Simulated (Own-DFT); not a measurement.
# Strain and stress in wurtzite GaN, 96 atoms (Ga48N48)

All numbers below are calculated, not measured. They come from Own-DFT, an in-house plane-wave density functional program, since retired, whose code no person has reviewed. Each row is one single-point run on a periodic cell that was not relaxed, without spin or spin-orbit coupling.

Settings of every run: PBE; PseudoDojo norm-conserving scalar-relativistic files (stringent for Ga); cutoff 96 hartree; 3 x 4 x 3 k mesh centred on Gamma; Gaussian smearing of 0.01 eV.

Known limits: forces on such cells passed a denser k mesh, each cell not checked; stress not checked against mesh or cutoff.

Unstrained cell vectors in Å: (12.756, 0.000, 0.000); (-4.784, 8.285, 0.000); (0.000, 0.000, 10.370). The unstrained cell has measured lattice constants (interpolated for alloys), not those of this functional. That, the random moves and any unrelaxed bonds set the pressure at no strain. Each run strains this cell uniformly, with the atoms carried along. Every atom was also moved at random, by a Gaussian of width 0.05 Å on each axis. Strain is the symmetric tensor, in per cent. Stress is positive in tension, and the pressure is minus a third of its trace.

| run | e_xx (%) | e_yy (%) | e_zz (%) | e_yz (%) | e_xz (%) | e_xy (%) | s_xx (GPa) | s_yy (GPa) | s_zz (GPa) | s_yz (GPa) | s_xz (GPa) | s_xy (GPa) | P (GPa) | E (meV/atom) |
|---|---|---|---|---|---|---|---|---|---|---|---|---|---|---|
| 1 | 1.48 | 1.34 | 1.54 | 1.17 | 1.27 | -1.42 | 0.59 | 0.48 | 1.51 | 2.47 | 2.65 | -3.71 | -0.86 | 4.3 |
| 2 | 0.38 | 0.57 | 0.86 | -1.61 | -0.26 | 1.61 | -5.68 | -3.81 | -2.77 | -3.72 | 0.78 | 5.97 | 4.08 | 20.6 |
| 3 | 1.78 | 0.98 | 0.69 | -0.63 | 0.27 | -1.74 | 1.96 | -0.43 | -4.94 | -1.14 | 0.22 | -4.63 | 1.14 | 18.3 |
| 4 | -0.37 | 0.93 | 0.74 | -0.57 | 0.08 | -1.21 | -6.38 | -2.35 | -4.86 | -0.99 | 0.07 | -3.54 | 4.53 | 0.0 |
| 5 | -1.66 | -1.69 | -0.84 | 1.08 | 0.64 | -0.07 | -19.11 | -16.05 | -13.43 | 2.52 | 1.41 | -1.78 | 16.20 | 42.1 |
| 6 | 1.84 | -0.35 | 0.02 | 1.38 | -1.77 | 0.04 | 1.16 | -8.48 | -5.73 | 3.03 | -3.82 | -0.04 | 4.35 | 8.4 |
| 7 | -1.92 | 0.79 | 0.07 | -1.54 | 1.38 | 0.37 | -15.04 | -5.46 | -7.02 | -2.80 | 2.78 | 1.29 | 9.17 | 12.7 |
| 8 | -1.62 | 1.38 | 1.51 | 0.34 | -0.28 | -1.22 | -11.37 | -3.07 | -0.94 | 0.63 | -0.36 | -4.38 | 5.13 | 20.0 |
| 9 | -1.18 | 1.91 | -0.65 | -0.02 | 1.94 | -1.24 | -9.73 | -1.87 | -10.71 | 0.20 | 4.19 | -4.09 | 7.44 | 20.5 |
| 10 | -1.19 | -1.24 | 1.53 | -0.15 | 1.64 | 1.63 | -11.99 | -11.94 | -3.53 | 0.49 | 3.12 | 4.40 | 9.15 | 24.0 |
| 11 | -0.74 | 0.93 | 0.11 | -0.49 | -1.44 | 1.03 | -9.69 | -3.51 | -6.16 | -0.78 | -2.61 | 2.92 | 6.45 | 7.9 |
| 12 | 0.88 | -1.48 | 1.87 | 1.38 | 0.31 | 1.73 | -4.88 | -10.54 | 0.72 | 3.21 | 0.73 | 5.43 | 4.90 | 13.2 |
| 13 | 0.18 | -0.68 | 1.05 | -0.68 | -1.53 | -1.23 | -6.47 | -9.50 | -3.06 | -0.81 | -2.95 | -4.10 | 6.34 | 15.4 |
| 14 | -0.87 | -0.69 | -1.59 | 0.80 | -0.82 | 0.78 | -13.33 | -11.37 | -17.09 | 1.47 | -2.51 | 4.06 | 13.93 | 36.3 |
| 15 | -0.24 | -1.85 | -0.96 | 0.43 | 1.61 | -1.71 | -11.14 | -17.78 | -13.09 | 1.19 | 4.06 | -6.36 | 14.00 | 40.1 |
| 16 | -0.54 | 0.64 | 0.05 | -1.18 | -0.01 | 0.28 | -7.98 | -5.05 | -6.97 | -2.88 | -1.06 | 1.48 | 6.67 | 6.8 |
| 17 | 2.00 | 0.51 | -1.12 | -0.74 | 1.25 | -1.04 | ? | ? | ? | ? | ? | ? | ? | ? |

E is the free energy for each atom above the lowest run shown.

## Worked fit

Each stress component was fitted by least squares to a constant and the strains of the runs shown, as fractions, with shears doubled. Shear strains stay in the fit of a normal stress only where such slopes are resolved. The slopes, in GPa:

```
stress  at no strain  per e_xx  per e_yy  per e_zz  scatter
  s_xx          -7.4  431 ± 22  137 ± 21   68 ± 27     0.98
  s_yy          -7.5   80 ± 21  413 ± 20   93 ± 25     0.93
  s_zz          -7.8   57 ± 22   61 ± 21  458 ± 27     1.00
```

Each shear stress against twice its own strain: yz 103 ± 5, xz 105 ± 8, xy 169 ± 9 GPa. These are stiffnesses along x, y and z of the frame in which the cell vectors are given, which need not be the crystal's axes. The atoms are held to the strained lattice; where symmetry lets them move under strain, relaxing them would lower some slopes. The table should be nearly symmetric about its diagonal, and what it lacks of that shows the noise. A ninth of its sum, 200 ± 4 GPa, estimates the bulk modulus near the mean pressure of these runs, 7.0 GPa, so it lies above the value at zero pressure.

## Withheld run

Question: what normal stresses and pressure should run 17 give?

The fit gives s_xx = 1.1, s_yy = -4.8, s_zz = -11.5 and P = 5.1 GPa. The calculation gave 0.52, -3.85, -11.32 and P = 4.88 GPa.
